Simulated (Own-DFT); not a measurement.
# Stretching a layer in its plane: diamond-structure GeSn with randomly placed atoms, 64 atoms (Ge56Sn8)

Source: density functional calculations with Own-DFT, an unreviewed in-house program that is no longer used. Nothing was measured or relaxed, and spin and spin-orbit coupling are left out.

Settings: PBE; PseudoDojo norm-conserving scalar-relativistic files; cutoff 49 hartree; 3 x 3 x 3 k mesh centred on Gamma; Fermi-Dirac smearing of 0.1 eV.

Keep in mind: forces on such cells moved up to 12 meV/angstrom on a denser k mesh; stress not checked against mesh or cutoff.

Unstrained cell vectors in Å: (11.524, 0.000, 0.000); (0.000, 11.524, 0.000); (0.000, 0.000, 11.524). The unstrained cell has measured lattice constants (interpolated for alloys), not those of this functional. That, the random moves and any unrelaxed bonds set the pressure at no strain. Each run strains x and y alike by e, as a substrate would, and holds the height along z. Random moves of width 0.05 Å per axis were added to every atom. The random placing of the alloy's atoms differs from row to row. Stress is positive in tension.

```
e (%)  u (Å)  (s_xx + s_yy)/2 (GPa)  s_zz (GPa)
-3.00  0.052                 -11.23       -9.30
-2.50  0.049                  -9.92       -8.40
-2.25  0.048                  -9.37       -7.98
-1.75  0.049                  -8.57       -7.41
-0.25  0.053                  -5.62       -5.52
 1.00  0.050                      ?           ?
 1.25  0.053                  -3.15       -3.81
 1.50  0.051                  -2.93       -3.78
 2.50  0.050                  -1.22       -2.54
 3.00  0.048                  -0.59       -2.04
```

## What the rows give

With e as a fraction, the in-plane stress is -5.2 + 175 e - 682 e² GPa (errors 2 and 138, scatter 0.12), and s_zz is -5.2 + 118 e - 422 e² GPa (slope ± 2, scatter 0.12). At e = 0 the first slope is C11 + C12 and the second 2 C12, both with the ions held to the strained lattice and at the cell's own pressure. The term in e² is negative: the layer stiffens under compression and softens under tension. A free layer would change its height as e changes, and the in-plane slope would drop by 2 C12²/C11 to the biaxial modulus. At fixed height, a misfit of 1 % moves the in-plane stress by about 1.7 GPa and s_zz by 1.2 GPa.

## The run left out

The question: what are the two stresses at e = 1.00 %?

From the fit: -3.6 and -4.1 GPa. The run itself gave -3.60 and -4.14 GPa.
